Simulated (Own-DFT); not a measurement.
Simulation results for GaN (wurtzite, strained, atoms displaced)

A calculation, not a measurement: plane-wave PBE density functional theory by an unreviewed code, no spin, of a simulated periodic cell, stress positive in tension, free energy of the whole cell less one offset for each atom, forces on such cells passed a denser k mesh, this cell's mesh not checked; offsets are fitted by least squares, one for each functional and potential file, so energies compare only between cells with the same atoms and settings and are not formation energies; the far tail of each file's local potential was reset to the Coulomb form; each entry is a single point on an unrelaxed cell, so the pressure reflects the starting lattice, mostly measured values (interpolated for alloys), from which strain is counted, and rises with the displacements; printed positions are rounded, which can move forces by about a meV/angstrom; the program, named Own-DFT, is a retired in-house code; no spin-orbit coupling. Program: Own-DFT development build.

Settings shared by all entries: functional PBE; potential files PseudoDojo norm-conserving, scalar-relativistic, standard set with the stringent files for Ga; wave cutoff 96 hartree; occupations Gaussian; smearing width 0.01 eV; k mesh 3 x 4 x 3 centred on Gamma.

(1) 
```cif
# cell vector a (Å): 12.7560 0.0000 0.0000
# cell vector b (Å): -4.7835 8.2853 0.0000
# cell vector c (Å): 0.0000 0.0000 10.2144
data_GaN
_symmetry_space_group_name_H-M 'P 1'
_symmetry_Int_Tables_number 1
_cell_length_a 12.7560
_cell_length_b 9.5670
_cell_length_c 10.2144
_cell_angle_alpha 90.000
_cell_angle_beta 90.000
_cell_angle_gamma 120.000
_cell_volume 1079.53
loop_
_atom_site_label
_atom_site_type_symbol
_atom_site_fract_x
_atom_site_fract_y
_atom_site_fract_z
_atom_site_occupancy
Ga1 Ga 0.08585 0.21928 0.00255 1
Ga2 Ga 0.16359 0.10352 0.25079 1
N1 N 0.08119 0.22224 0.18574 1
N2 N 0.17300 0.11252 0.43958 1
Ga3 Ga 0.09006 0.22875 0.49682 1
Ga4 Ga 0.16501 0.11782 0.74501 1
N3 N 0.08676 0.23221 0.68417 1
N4 N 0.16607 0.11342 0.94561 1
Ga5 Ga 0.07742 0.53740 0.99710 1
Ga6 Ga 0.16328 0.44987 0.24429 1
N5 N 0.07459 0.55219 0.18797 1
N6 N 0.16728 0.44115 0.43481 1
Ga7 Ga 0.08502 0.56265 0.50116 1
Ga8 Ga 0.16487 0.44727 0.74951 1
N7 N 0.07909 0.54490 0.68992 1
N8 N 0.16133 0.44201 0.94075 1
Ga9 Ga 0.08546 0.89884 0.00340 1
Ga10 Ga 0.16809 0.77792 0.24879 1
N9 N 0.08333 0.89125 0.17887 1
N10 N 0.17237 0.77669 0.43491 1
Ga11 Ga 0.08302 0.88442 0.49897 1
Ga12 Ga 0.16045 0.77641 0.74626 1
N11 N 0.08125 0.89437 0.68974 1
N12 N 0.17228 0.78351 0.94096 1
Ga13 Ga 0.33354 0.20938 0.00303 1
Ga14 Ga 0.41414 0.10852 0.26012 1
N13 N 0.33140 0.22041 0.19112 1
N14 N 0.41529 0.11491 0.44018 1
Ga15 Ga 0.33460 0.23382 0.49230 1
Ga16 Ga 0.41504 0.11366 0.75304 1
N15 N 0.33996 0.22143 0.68693 1
N16 N 0.43030 0.11220 0.94579 1
Ga17 Ga 0.32730 0.55708 0.99729 1
Ga18 Ga 0.41625 0.44744 0.24469 1
N17 N 0.32955 0.55697 0.18844 1
N18 N 0.42793 0.45828 0.43512 1
Ga19 Ga 0.33881 0.56072 0.50985 1
Ga20 Ga 0.41013 0.43936 0.75016 1
N19 N 0.32696 0.55572 0.68757 1
N20 N 0.41314 0.44284 0.93206 1
Ga21 Ga 0.33512 0.88576 0.99744 1
Ga22 Ga 0.40712 0.76154 0.25086 1
N21 N 0.32920 0.88910 0.19159 1
N22 N 0.42626 0.77339 0.45012 1
Ga23 Ga 0.33432 0.89387 0.50481 1
Ga24 Ga 0.41898 0.77594 0.75358 1
N23 N 0.33540 0.89314 0.68115 1
N24 N 0.42011 0.78277 0.94497 1
Ga25 Ga 0.58235 0.22857 0.00209 1
Ga26 Ga 0.65941 0.10434 0.24706 1
N25 N 0.57977 0.21935 0.18761 1
N26 N 0.66727 0.10852 0.44171 1
Ga27 Ga 0.58076 0.23433 0.50421 1
Ga28 Ga 0.66532 0.11722 0.74307 1
N27 N 0.58492 0.21347 0.69014 1
N28 N 0.66921 0.11018 0.94018 1
Ga29 Ga 0.57489 0.55108 0.99118 1
Ga30 Ga 0.67051 0.44627 0.25741 1
N29 N 0.57767 0.55502 0.19137 1
N30 N 0.67800 0.44307 0.43891 1
Ga31 Ga 0.58000 0.55591 0.50122 1
Ga32 Ga 0.66390 0.44249 0.75167 1
N31 N 0.58401 0.55623 0.68479 1
N32 N 0.66565 0.44319 0.93848 1
Ga33 Ga 0.58134 0.89171 0.00340 1
Ga34 Ga 0.66210 0.77665 0.24668 1
N33 N 0.58295 0.88546 0.18514 1
N34 N 0.65962 0.77256 0.44480 1
Ga35 Ga 0.58211 0.88658 0.49894 1
Ga36 Ga 0.66129 0.77708 0.74504 1
N35 N 0.58152 0.88842 0.69033 1
N36 N 0.66750 0.77895 0.93708 1
Ga37 Ga 0.82598 0.21716 0.99563 1
Ga38 Ga 0.92162 0.11785 0.25226 1
N37 N 0.82684 0.22390 0.18179 1
N38 N 0.91145 0.10303 0.43633 1
Ga39 Ga 0.83566 0.22108 0.50281 1
Ga40 Ga 0.91328 0.11313 0.75614 1
N39 N 0.83119 0.22425 0.69077 1
N40 N 0.91616 0.10917 0.92940 1
Ga41 Ga 0.83576 0.56279 0.99913 1
Ga42 Ga 0.91708 0.44499 0.24993 1
N41 N 0.82872 0.55843 0.18490 1
N42 N 0.91832 0.45289 0.43845 1
Ga43 Ga 0.83134 0.55554 0.49504 1
Ga44 Ga 0.91764 0.44475 0.75273 1
N43 N 0.82966 0.55294 0.69271 1
N44 N 0.91349 0.43904 0.93232 1
Ga45 Ga 0.83169 0.88472 0.00094 1
Ga46 Ga 0.91958 0.78058 0.24467 1
N45 N 0.82892 0.89329 0.17614 1
N46 N 0.91383 0.78375 0.43972 1
Ga47 Ga 0.84042 0.89795 0.49893 1
Ga48 Ga 0.91712 0.76902 0.75097 1
N47 N 0.83273 0.89422 0.68917 1
N48 N 0.91171 0.77377 0.93729 1
_calc_free_energy_of_cell_above_offsets '-3.859'  # eV
_calc_pressure 10.28  # GPa
_calc_stress_xx -7.9  # GPa
_calc_stress_yy -7.97  # GPa
_calc_stress_zz -14.98  # GPa
_calc_stress_yz 0.05  # GPa
_calc_stress_xz -0.41  # GPa
_calc_stress_xy -1.34  # GPa
```

Force:
```tsv
element	x (eV/Å)	y (eV/Å)	z (eV/Å)
Ga	-1.747	0.034	-0.813
Ga	-0.152	1.23	-0.264
N	0.771	0.317	1.033
N	-1.226	-0.709	-0.188
Ga	-0.803	-1.03	-0.1
Ga	0.616	-0.097	0.65
N	-0.177	-0.88	0.474
N	1.141	0.223	-1.795
Ga	-1.979	2.285	0.463
Ga	0.361	-0.898	0.761
N	1.214	0.934	-0.526
N	-0.063	1.456	0.158
Ga	0.45	-1.443	-0.407
Ga	0.33	-0.543	0.336
N	-0.554	1.968	-0.448
N	1.685	-0.562	-0.701
Ga	0.186	-1.882	-2.707
Ga	-0.787	-0.394	-0.819
N	0.264	-0.594	3.087
N	-0.974	0.515	0.643
Ga	-0.225	0.446	-0.065
Ga	1.16	0.289	0.782
N	0.599	-0.431	-0.376
N	-1.061	-0.954	-0.623
Ga	-0.126	1.05	-0.258
Ga	0.448	0.336	-2.01
N	-0.053	0.043	0.137
N	0.2	0.19	1.084
Ga	1.08	-0.008	0.738
Ga	1.562	-0.853	0.108
N	-2.045	0.418	-0.356
N	-3.494	-1.355	-1.618
Ga	1.015	-0.146	0.055
Ga	-0.296	-0.523	0.35
N	0.023	-1.646	-0.906
N	-2.227	-1.965	-0.071
Ga	-0.461	-0.837	-2.325
Ga	0.653	0.607	-1.024
N	0.954	-0.086	1.957
N	-0.89	-0.743	1.484
Ga	-0.506	0.693	0.869
Ga	0.625	3.055	1.115
N	1.158	-0.231	-0.149
N	-3.627	0.053	-2.178
Ga	1.236	-0.24	-1.906
Ga	-0.698	0.771	-0.434
N	-0.415	-0.686	3.056
N	-0.359	-1.337	-1.058
Ga	2.865	0.412	0.489
Ga	0.545	0.596	0.753
N	-0.308	0.485	1.155
N	-0.68	0.641	-0.337
Ga	1.566	-1.885	-0.445
Ga	2.13	-1.961	1.693
N	-3.168	2.078	-0.454
N	-1.998	-0.21	-0.969
Ga	1.237	1.05	1.094
Ga	-1.201	-0.556	-1.91
N	1.249	-0.249	-0.995
N	-3.138	-0.066	0.237
Ga	2.185	0.767	-0.27
Ga	0.128	-0.089	-0.268
N	-0.633	-0.871	1.065
N	-0.249	0.624	0.181
Ga	1.536	0.133	-1.12
Ga	0.853	0.03	0.844
N	-1.493	-0.26	1.266
N	1.874	0.836	-1.286
Ga	1.362	1.554	0.776
Ga	1.265	0.523	0.58
N	-0.314	0.304	-0.024
N	-0.828	-0.589	-0.097
Ga	1.569	0.398	0.205
Ga	-1.782	-0.822	-1.358
N	1.017	-0.005	1.303
N	0.916	2.545	0.042
Ga	-0.831	0.288	-0.537
Ga	0.374	-0.288	-2.87
N	0.584	0.115	-0.351
N	0.495	0.36	3.526
Ga	-0.089	-1.548	-0.304
Ga	-1.659	-0.831	-0.175
N	1.129	0.163	0.745
N	0.816	-0.71	0.191
Ga	1.445	1.352	1.715
Ga	-1.012	-0.439	-1.353
N	0.604	-0.179	-1.017
N	-0.159	0.65	1.811
Ga	-0.566	0.557	-2.457
Ga	-1.409	0.054	0.176
N	0.926	0	3.521
N	1.804	-0.703	-0.981
Ga	-1.89	-1.852	1.202
Ga	-1.777	1.203	-0.36
N	0.636	-0.627	-0.059
N	1.283	1.185	0.209
```

(2) 
```cif
# cell vector a (Å): 12.7560 0.0000 0.0000
# cell vector b (Å): -4.7835 8.2853 0.0000
# cell vector c (Å): 0.0000 0.0000 10.2144
data_GaN
_symmetry_space_group_name_H-M 'P 1'
_symmetry_Int_Tables_number 1
_cell_length_a 12.7560
_cell_length_b 9.5670
_cell_length_c 10.2144
_cell_angle_alpha 90.000
_cell_angle_beta 90.000
_cell_angle_gamma 120.000
_cell_volume 1079.53
loop_
_atom_site_label
_atom_site_type_symbol
_atom_site_fract_x
_atom_site_fract_y
_atom_site_fract_z
_atom_site_occupancy
Ga1 Ga 0.08590 0.22381 0.99592 1
Ga2 Ga 0.16412 0.10829 0.25856 1
N1 N 0.07717 0.22049 0.18483 1
N2 N 0.16284 0.11370 0.43359 1
Ga3 Ga 0.09222 0.22568 0.49639 1
Ga4 Ga 0.15401 0.10627 0.75614 1
N3 N 0.08320 0.22075 0.67835 1
N4 N 0.16180 0.10167 0.94302 1
Ga5 Ga 0.08334 0.55347 0.00412 1
Ga6 Ga 0.16809 0.44928 0.24386 1
N5 N 0.07593 0.54895 0.18474 1
N6 N 0.17044 0.44709 0.44483 1
Ga7 Ga 0.08562 0.55970 0.49519 1
Ga8 Ga 0.16426 0.45255 0.75601 1
N7 N 0.08189 0.55650 0.68826 1
N8 N 0.16614 0.42829 0.93836 1
Ga9 Ga 0.08809 0.89087 0.00199 1
Ga10 Ga 0.16466 0.77227 0.25170 1
N9 N 0.08471 0.88511 0.18711 1
N10 N 0.16569 0.78583 0.43901 1
Ga11 Ga 0.08044 0.88705 0.51052 1
Ga12 Ga 0.16928 0.77467 0.74309 1
N11 N 0.08457 0.89373 0.69613 1
N12 N 0.17312 0.78977 0.93189 1
Ga13 Ga 0.33178 0.22793 0.00338 1
Ga14 Ga 0.41060 0.11050 0.25148 1
N13 N 0.33391 0.21834 0.17693 1
N14 N 0.41627 0.10916 0.43912 1
Ga15 Ga 0.33648 0.23357 0.49203 1
Ga16 Ga 0.42202 0.11570 0.75088 1
N15 N 0.33326 0.22314 0.68368 1
N16 N 0.41695 0.11057 0.93319 1
Ga17 Ga 0.33525 0.55143 0.99517 1
Ga18 Ga 0.42098 0.44965 0.24697 1
N17 N 0.33359 0.55158 0.19061 1
N18 N 0.41109 0.44108 0.43765 1
Ga19 Ga 0.33589 0.55072 0.50501 1
Ga20 Ga 0.42208 0.44922 0.74195 1
N19 N 0.32375 0.54458 0.68286 1
N20 N 0.42017 0.44829 0.93688 1
Ga21 Ga 0.33398 0.89263 0.99048 1
Ga22 Ga 0.40980 0.76217 0.24184 1
N21 N 0.33572 0.89006 0.19015 1
N22 N 0.41723 0.77660 0.43582 1
Ga23 Ga 0.33320 0.88277 0.49437 1
Ga24 Ga 0.41241 0.76890 0.74185 1
N23 N 0.34609 0.89702 0.68948 1
N24 N 0.41947 0.77852 0.93269 1
Ga25 Ga 0.58613 0.21565 0.99860 1
Ga26 Ga 0.66276 0.10181 0.25294 1
N25 N 0.57619 0.21922 0.19007 1
N26 N 0.66008 0.11091 0.43774 1
Ga27 Ga 0.58169 0.21423 0.49381 1
Ga28 Ga 0.66240 0.11475 0.74474 1
N27 N 0.58082 0.20679 0.68868 1
N28 N 0.65990 0.11069 0.94948 1
Ga29 Ga 0.57676 0.55014 0.99376 1
Ga30 Ga 0.66986 0.44847 0.25364 1
N29 N 0.57738 0.55279 0.19452 1
N30 N 0.66663 0.44692 0.43065 1
Ga31 Ga 0.58349 0.55239 0.49658 1
Ga32 Ga 0.66800 0.44849 0.73774 1
N31 N 0.58242 0.54746 0.68563 1
N32 N 0.66944 0.43407 0.93525 1
Ga33 Ga 0.57498 0.87741 0.99927 1
Ga34 Ga 0.65404 0.77512 0.24982 1
N33 N 0.58754 0.89624 0.18324 1
N34 N 0.67237 0.77475 0.43850 1
Ga35 Ga 0.58956 0.89083 0.50547 1
Ga36 Ga 0.66082 0.77502 0.75546 1
N35 N 0.58455 0.87964 0.68653 1
N36 N 0.66197 0.76795 0.93439 1
Ga37 Ga 0.82476 0.21837 0.00648 1
Ga38 Ga 0.92120 0.11088 0.24727 1
N37 N 0.83849 0.22603 0.18422 1
N38 N 0.92416 0.11800 0.43951 1
Ga39 Ga 0.83129 0.22481 0.48935 1
Ga40 Ga 0.91210 0.10803 0.75350 1
N39 N 0.84130 0.22630 0.68968 1
N40 N 0.90739 0.11843 0.94003 1
Ga41 Ga 0.83368 0.56254 0.99322 1
Ga42 Ga 0.91255 0.44462 0.24708 1
N41 N 0.83204 0.54984 0.18614 1
N42 N 0.92025 0.43877 0.43172 1
Ga43 Ga 0.83508 0.55483 0.49681 1
Ga44 Ga 0.91320 0.43867 0.74557 1
N43 N 0.83042 0.55075 0.67652 1
N44 N 0.91336 0.44528 0.94149 1
Ga45 Ga 0.83930 0.89209 0.99695 1
Ga46 Ga 0.91054 0.77674 0.25914 1
N45 N 0.83671 0.88620 0.19108 1
N46 N 0.91212 0.77353 0.44768 1
Ga47 Ga 0.82784 0.88976 0.50192 1
Ga48 Ga 0.91048 0.76490 0.74841 1
N47 N 0.83311 0.88862 0.68226 1
N48 N 0.91985 0.78287 0.93841 1
_calc_free_energy_of_cell_above_offsets '-2.790'  # eV
_calc_pressure 10.45  # GPa
_calc_stress_xx -8.47  # GPa
_calc_stress_yy -7.9  # GPa
_calc_stress_zz -14.98  # GPa
_calc_stress_yz 0.21  # GPa
_calc_stress_xz -0.29  # GPa
_calc_stress_xy 1.26  # GPa
```

Force:
```tsv
element	x (eV/Å)	y (eV/Å)	z (eV/Å)
Ga	-1.052	-2.55	1.056
Ga	0.018	-0.088	-3.481
N	2.171	0.979	0.096
N	1.94	-1.024	1.877
Ga	-2.079	0.419	0.213
Ga	1.584	1.37	-0.752
N	-0.772	0.468	2.589
N	-0.061	1.854	-0.45
Ga	-0.478	0.334	-1.965
Ga	-0.486	-1.301	1.249
N	1.13	0.919	1.242
N	-0.317	0.57	-1.681
Ga	0.339	-0.554	0.302
Ga	0.423	-1.949	-1.608
N	-0.26	0.023	-0.348
N	-0.54	3.32	0.103
Ga	-0.331	-1.026	0.039
Ga	-0.008	0.665	-0.875
N	-0.725	0.04	1.157
N	0.371	-0.86	0.432
Ga	-0.389	0.793	-1.008
Ga	-0.057	1.468	0.435
N	0.041	-1.663	-0.473
N	-0.113	-2.158	0.434
Ga	0.773	-1.068	-3.023
Ga	1.121	-0.19	-0.522
N	-1.219	0.769	3.665
N	-0.802	0.21	-0.015
Ga	0.235	-3.015	1.538
Ga	-1.643	-0.091	-0.786
N	-0.161	-0.103	0.564
N	-0.346	0.931	1.2
Ga	-0.651	0.615	0.182
Ga	-1.028	-2.138	0.475
N	-0.252	-0.866	-1.588
N	1.401	1.708	-0.878
Ga	-1.275	1.047	-1.922
Ga	-1.331	-1.781	0.62
N	1.012	0.979	2.178
N	-1.055	-1.051	-0.89
Ga	0.588	0.094	1.141
Ga	-0.104	2.996	1.198
N	-0.302	-1.095	-0.701
N	1.006	-0.476	0.049
Ga	-0.078	0.935	0.671
Ga	0.579	0.411	0.263
N	-1.524	-1.272	-0.929
N	-1.228	-1.34	0.13
Ga	-3.102	1.333	1.301
Ga	-0.419	2.202	-1.283
N	1.039	0.39	0.275
N	2.381	-0.893	0.151
Ga	-1.716	1.365	0.726
Ga	3.296	-1.438	1.886
N	-1.446	3.034	-1.814
N	2.64	-2.314	-2.479
Ga	2.641	-0.08	1.196
Ga	-0.435	-1.059	-2.623
N	1.568	0.989	-1.523
N	0.487	-0.806	2.686
Ga	-0.236	0.086	-0.236
Ga	0.743	-1.944	1.656
N	-0.412	1.447	-0.463
N	-1.489	1.333	-0.665
Ga	1.309	1.552	-0.613
Ga	2.356	0.262	-0.151
N	-0.886	-1.935	0.528
N	-2.267	-0.177	-0.456
Ga	-0.704	-0.769	-1.584
Ga	1.865	-0.144	-1.629
N	-1.201	0.99	0.824
N	0.381	0.922	1.735
Ga	-0.287	0.905	-1.442
Ga	-1.438	-0.385	0.652
N	-0.848	-1.022	2.418
N	-1.096	-0.875	-0.419
Ga	1.278	-0.881	1.195
Ga	0.962	0.095	-0.98
N	-2.067	-1.121	-1.265
N	2.19	-1.119	-0.145
Ga	0.201	-0.745	0.932
Ga	0.443	-0.678	-0.492
N	-0.88	1.324	0.088
N	-0.999	1.369	0.785
Ga	0.054	-0.678	-1.485
Ga	0.053	0.856	1.172
N	0.519	-0.16	1.822
N	0.776	0.13	-0.824
Ga	-1.217	0.115	0.672
Ga	1.59	-0.512	-0.833
N	-1.776	0.102	-0.661
N	0.513	0.838	-0.533
Ga	1.745	1.233	-0.826
Ga	0.012	1.543	-0.252
N	-0.333	-0.669	2.379
N	0.146	-0.271	-0.605
```
